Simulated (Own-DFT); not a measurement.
# Energy and forces against displacement in 4H SiC, 72 atoms (C36Si36)

All numbers below are calculated, not measured. They come from Own-DFT, an in-house plane-wave density functional program, since retired, whose code no person has reviewed. Each row is one single-point run on a periodic cell that was not relaxed, without spin or spin-orbit coupling.

Settings of every run: PBE; PseudoDojo norm-conserving scalar-relativistic files; cutoff 42 hartree; 4 x 4 x 3 k mesh centred on Gamma; Fermi-Dirac smearing of 0.1 eV.

Known limits, some of them of some rows only: some atoms lie very close together; forces on such cells passed a denser k mesh, each cell not checked; stress not checked against mesh or cutoff.

Cell vectors in Å: (9.248, 0.000, 0.000); (-4.624, 8.009, 0.000); (0.000, 0.000, 10.068). In each run every atom was moved at random and independently from its ideal site; u is the rms move along one axis. E is the free energy for each atom above the fitted value at u = 0, and F the rms of the force components.

```
run,u (Å),E (meV/atom),F (eV/Å),largest force (eV/Å),P (GPa)
1,0.0297,35.8,0.896,3.36,3.86
2,0.0299,35.7,0.888,2.95,3.83
3,0.0304,?,?,?,?
4,0.0566,123.9,1.656,7.38,5.92
5,0.0612,142.1,1.911,7.35,6.15
6,0.0973,384.4,3.363,15.89,11.81
7,0.1037,423.5,3.678,18.67,13.07
8,0.1062,459.4,3.929,19.68,14.67
```

## Worked fit

For small independent moves the energy grows as E = (3/2) K u², with K the mean stiffness felt by one atom. The runs with u up to 0.11 Å give K = 26.4 ± 0.4 eV/Å², with residuals divided by u² + 0.0006 Å², since the noise grows with the moves. The scatter is 3.0 meV/atom at u = 0.05 Å. The forces follow F = G u with G = 32.6 eV/Å²; no force at u = 0 is resolved. G exceeds K because the moves of its neighbours add to the force on an atom, and stiffness differs between atoms. The pressure follows P = 2.79 + 989 u² GPa: at fixed volume, shortened bonds push harder than stretched ones pull.

## Withheld run

Question: what energy and rms force should run 3 give?

The fit gives 37 ± 2 meV/atom and about 0.99 eV/Å. The calculation gave 36.1 meV/atom and 0.909 eV/Å.
